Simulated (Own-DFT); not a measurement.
# Response to strain: wurtzite AlN, 72 atoms (Al36N36)

These are calculations, not measurements. The program, named Own-DFT, is a retired in-house plane-wave density functional code that no person has reviewed. Each row is one single-point run on a periodic cell that was not relaxed, without spin or spin-orbit coupling.

Settings of every run: PBE; PseudoDojo norm-conserving scalar-relativistic files; cutoff 42 hartree; 4 x 4 x 3 k mesh centred on Gamma; Gaussian smearing of 0.01 eV.

Known limits: k mesh not checked against a denser one; stress not checked against mesh or cutoff.

Unstrained cell vectors in Å: (9.336, 0.000, 0.000); (-4.668, 8.085, 0.000); (0.000, 0.000, 9.964). The unstrained cell has measured lattice constants (interpolated for alloys), not those of this functional. That, the random moves and any unrelaxed bonds set the pressure at no strain. Each run strains this cell uniformly, with the atoms carried along. Every atom was also moved at random, by a Gaussian of width 0.05 Å on each axis. Strain is the symmetric tensor, in per cent. Stress is positive in tension, and the pressure is minus a third of its trace.

```
run  e_xx (%)  e_yy (%)  e_zz (%)  s_xx (GPa)  s_yy (GPa)  s_zz (GPa)  P (GPa)  E (meV/atom)
  1      0.00      0.00      1.50       -3.95       -7.77        1.69     3.34          24.1
  2      0.00      0.00     -0.75       -5.01       -5.36      -10.74     7.04          11.1
  3      0.00      0.00     -0.25       -8.49       -4.53       -7.51     6.85          42.1
  4      0.00      0.00      3.00       -4.96       -4.23        7.49     0.57          16.3
  5      0.00      0.00     -1.25       -6.48       -5.77      -13.35     8.53          25.6
  6      0.00      0.00     -1.50       -7.71       -5.51      -13.05     8.75          18.1
  7      0.00      0.00      0.75       -5.33       -4.29       -1.96     3.86           2.8
  8      0.00      0.00      1.75       -5.35       -4.97        3.94     2.13           0.0
  9      0.00      0.00      2.50           ?           ?           ?        ?             ?
```

E is the free energy for each atom above the lowest run shown.

## Worked fit

The change of volume is close to e_xx + e_yy + e_zz. A straight line through the runs shown gives P = 5.90 - 190 x (fractional change of volume) GPa, with an error of 10 on the slope and a scatter of 0.44 GPa. The strain isn't the same on all axes and the cell isn't cubic, so the slope belongs to this path and is not the bulk modulus.

## Withheld run

Question: what pressure should run 9 give? Its volume changes by 2.50 %.

The line gives 1.2 GPa. The calculation gave 1.47 GPa.
